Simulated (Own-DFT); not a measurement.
# How strain changes the stress of wurtzite GaN, 72 atoms (Ga36N36)

All numbers below are calculated, not measured. The program, named Own-DFT, is a retired in-house plane-wave density functional code that no person has reviewed. Each row is one single-point run on a periodic cell that was not relaxed, without spin or spin-orbit coupling.

Settings of every run: PBE; PseudoDojo norm-conserving scalar-relativistic files (stringent for Ga); cutoff 96 hartree; 4 x 4 x 3 k mesh centred on Gamma; Gaussian smearing of 0.01 eV.

Known limits: forces not confirmed at this smearing and k mesh; stress not checked against mesh or cutoff.

Unstrained cell vectors in Å: (9.567, 0.000, 0.000); (-4.783, 8.285, 0.000); (0.000, 0.000, 10.370). The unstrained cell has measured lattice constants (interpolated for alloys), not those of this functional. That, the random moves and any unrelaxed bonds set the pressure at no strain. Each run strains this cell uniformly, with the atoms carried along. Every atom was also moved at random, by a Gaussian of width 0.05 Å on each axis. Strain is the symmetric tensor, in per cent. Stress is positive in tension, and the pressure is minus a third of its trace.

```
run  e_xx (%)  e_yy (%)  e_zz (%)  e_yz (%)  e_xz (%)  e_xy (%)  s_xx (GPa)  s_yy (GPa)  s_zz (GPa)  s_yz (GPa)  s_xz (GPa)  s_xy (GPa)  P (GPa)  E (meV/atom)
  1     -0.96     -1.61      0.12     -1.47     -1.92     -0.69      -13.06      -13.49       -9.09       -2.14       -4.25       -2.98    11.88          27.6
  2     -0.85      1.15     -0.63      0.11     -1.76     -1.75      -10.13       -4.82       -9.50        0.52       -4.26       -5.20     8.15          26.3
  3     -1.84      1.77     -1.60      0.38     -1.94      0.40      -14.13       -3.93      -16.28        0.59       -4.04        1.89    11.45          59.6
  4      0.83      1.86      0.52      0.84     -1.84     -1.48       -1.98        1.93       -5.10        1.32       -3.88       -4.67     1.72          23.4
  5      0.57     -0.89      1.14     -0.41      1.89      1.61       -4.31      -10.13       -2.57        0.42        3.50        3.38     5.67          22.3
  6      1.47      0.80      1.99     -0.21     -1.21     -1.53       -0.25       -0.27        2.27        0.02       -2.10       -4.66    -0.58           9.7
  7     -0.39      0.70     -1.16     -0.40      0.18     -0.40       -9.74       -6.36      -11.33       -1.01        0.57       -2.61     9.14          25.1
  8     -0.25      1.15      1.66      1.34      0.88     -0.03       -4.88       -0.89       -0.12        2.77        1.40       -0.46     1.96           0.0
  9      1.15     -1.47     -1.68      1.17     -0.82     -0.37       -4.21      -15.69      -16.06        2.34       -1.95       -1.83    11.99          47.7
 10     -0.90      1.92     -1.95     -1.26     -0.11      0.62      -11.27       -1.87      -15.99       -2.82       -0.03        2.14     9.71          46.6
 11     -0.11      0.97      0.62     -0.72     -0.30      1.69       -6.48       -2.33       -4.69       -1.58       -0.45        4.39     4.50          14.5
 12     -0.83     -1.77     -1.33      0.88      1.05      0.79      -12.97      -18.99      -15.86        2.64        3.10        2.33    15.94          47.3
 13      0.51      0.30      1.81     -0.36     -0.53     -0.40       -3.69       -3.41        0.52       -0.47       -0.20       -0.89     2.19           8.2
 14      1.68     -0.21      1.31      0.83     -0.52     -0.88       -0.21       -4.48       -0.45        1.77       -1.40       -2.40     1.71           4.3
 15      0.66      0.21     -0.08     -0.76     -0.49     -0.25       -3.94       -6.09       -7.73       -1.29       -1.07       -0.53     5.92          23.5
 16     -1.54     -0.32     -1.46      1.80      0.17      1.17      -16.01      -11.50      -17.65        4.15        0.37        4.19    15.05          74.1
 17      0.17      0.19      0.00     -1.66      1.39     -0.30           ?           ?           ?           ?           ?           ?        ?             ?
```

E is the free energy for each atom above the lowest run shown.

## Worked fit

Each stress component was fitted by least squares to a constant and the strains of the runs shown, as fractions, with shears doubled. Shear strains stay in the fit of a normal stress only where such slopes are resolved. The slopes, in GPa:

```
stress  at no strain  per e_xx  per e_yy  per e_zz  scatter
  s_xx          -7.3  412 ± 23   83 ± 16   73 ± 18     0.75
  s_yy          -7.5   74 ± 25  434 ± 17  142 ± 19     0.80
  s_zz          -8.0   83 ± 29   64 ± 20  449 ± 23     0.94
```

Each shear stress against twice its own strain: yz 98 ± 4, xz 105 ± 10, xy 155 ± 14 GPa. These are stiffnesses along x, y and z of the frame in which the cell vectors are given, which need not be the crystal's axes. The atoms are held to the strained lattice; where symmetry lets them move under strain, relaxing them would lower some slopes. The table should be nearly symmetric about its diagonal, and what it lacks of that shows the noise. A ninth of its sum, 202 ± 4 GPa, estimates the bulk modulus near the mean pressure of these runs, 7.3 GPa, so it lies above the value at zero pressure.

## Withheld run

Question: what normal stresses and pressure should run 17 give?

The fit gives s_xx = -6.5, s_yy = -6.6, s_zz = -7.8 and P = 6.9 GPa. The calculation gave -6.23, -7.34, -5.77 and P = 6.45 GPa.
